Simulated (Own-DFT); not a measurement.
# Which arrangement is lower? Ga32P32, 64 atoms

These are calculations, not measurements. The program, named Own-DFT, is a retired in-house plane-wave density functional code that no person has reviewed. Each row is one single-point run on a periodic cell that was not relaxed, without spin or spin-orbit coupling.

Settings of every run: PBE; PseudoDojo norm-conserving scalar-relativistic files; cutoff 42 hartree; 3 x 3 x 3 k mesh centred on Gamma; Fermi-Dirac smearing of 0.1 eV.

Known limits, some of them of some rows only: not probed for a lower state with spin; forces on such cells failed a check on a denser k mesh; forces on such cells passed a denser k mesh, each cell not checked; stress not checked against mesh or cutoff.

All cells hold the same atoms in the same cell, with vectors in Å (10.901, 0.000, 0.000); (0.000, 10.901, 0.000); (0.000, 0.000, 10.901). Every atom was moved at random from its ideal site; u is the rms move along one axis. The defect's site can differ from row to row. E is the free energy of the cell above the lowest run. The arrangements:

- A: zincblende GaP
- B: zincblende GaP, with one Ga on a P site and one P on a Ga site, 2.4 Å apart

```
arrangement,u (Å),E (eV),P (GPa)
A,0.0197,0.056,2.72
A,0.0197,0.000,2.70
A,0.0209,0.069,2.73
A,0.0478,1.921,3.10
A,0.0484,2.134,3.18
A,0.0510,2.312,3.25
B,0.0283,3.596,3.01
B,0.0312,3.774,3.07
B,0.0321,3.798,3.01
B,0.0502,5.634,3.45
B,0.0508,5.819,3.57
B,0.0523,5.622,3.46
```

Question: once the cost of the random moves is taken out, how do the arrangements rank?

## Worked answer

Fit E = a + b u², with one b for all and one a for each arrangement, and with residuals divided by u², since the noise grows with the moves. Then b = 1082 eV/Å², the scatter at u = 0.04 Å is 0.10 eV, and against A:

- B: 3.13 ± 0.04 eV (higher)

These are energies of unrelaxed cells. Relaxing the atoms lowers the strained arrangements most, so the gaps would shrink and small ones could change sign.
